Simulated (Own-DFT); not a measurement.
# Reading a pressure off an energy slope: corundum Al2O3, 78 atoms (Al32O46), with two O vacancies

All values are computed. Each geometry was run twice at fixed positions with Own-DFT, a retired in-house plane-wave program that no person has reviewed: with PBE, and with HSE06 (exact exchange share 0.25 at short range, screening 0.11 per bohr, Gygi-Baldereschi treatment of its divergence). Both used PseudoDojo norm-conserving files made for PBE, a cutoff of 48 hartree, the Gamma point alone, fixed occupations, a neutral cell and no spin. One k point on a cell 7.9 Å thick isn't converged, and results move with the size of the cell. The oxygen file's force components were 24 meV/Å off all-electron values in a glass.

Unstrained cell vectors in Å: (5.494, 0.000, 8.660); (-2.747, 4.758, 8.660); (-2.747, -4.758, 8.660), volume V0 = 679.1 Å³, from measured lattice constants. Each geometry has its own random strain of a few per cent, its own defect sites and random moves of rms u per axis. HSE06 gave the energy alone. D is its energy less that of PBE, over the lowest D shown. The PBE stress wasn't checked against mesh or cutoff.

| run | V - V0 (Å³) | u (Å) | P with PBE (GPa) | D (eV) |
|---|---|---|---|---|
| 1 | -10.0 | 0.0521 | 13.63 | 0.495 |
| 2 | -5.6 | 0.0532 | 11.65 | 0.859 |
| 3 | -9.1 | 0.0450 | 11.74 | 0.580 |
| 4 | -9.9 | 0.0487 | 12.74 | 0.554 |
| 5 | -8.8 | 0.0297 | 10.42 | 0.507 |
| 6 | -17.8 | 0.0531 | 17.01 | 0.259 |
| 7 | 20.8 | 0.0312 | -0.11 | 1.680 |
| 8 | 5.8 | 0.0498 | 6.73 | 1.180 |
| 9 | 3.5 | 0.0521 | 8.46 | 1.101 |
| 10 | -2.2 | 0.0513 | 10.18 | 0.838 |
| 11 | -12.6 | 0.0289 | 12.36 | 0.338 |
| 12 | -20.2 | 0.0311 | 15.58 | 0.000 |
| 13 | 11.1 | 0.0537 | 4.23 | ? |

## What the rows give

D = 0.77 + 0.0404 (V - V0) + 73 u² eV, with an error of 0.0013 on the volume slope, 17 on the last term and a scatter of 0.05 eV. Pressure is -dE/dV, and 1 eV/Å³ is 160.2 GPa, so HSE06 changes the pressure by -6.5 ± 0.2 GPa. With the ions held to the strained lattice, the PBE pressure falls by 261 ± 7 GPa per unit of volume strain; the shape of the strain isn't fitted, so the true error is larger, and a relaxed crystal would be softer. On that slope HSE06's volume at a given pressure is about 2.5 % smaller, or 0.8 % in lengths. At u = 0 and V0 the PBE pressure is 6.4 GPa, which puts the zero-pressure volume, against the measured cell and with the defects in, at +2.5 % for PBE and -0.0 % for HSE06, each good to a few tenths of a per cent.

## Withheld run

The question: what D should run 13 give?

From the fit: 1.43 eV, with rows scattering by 0.05. The calculation gave 1.451 eV.
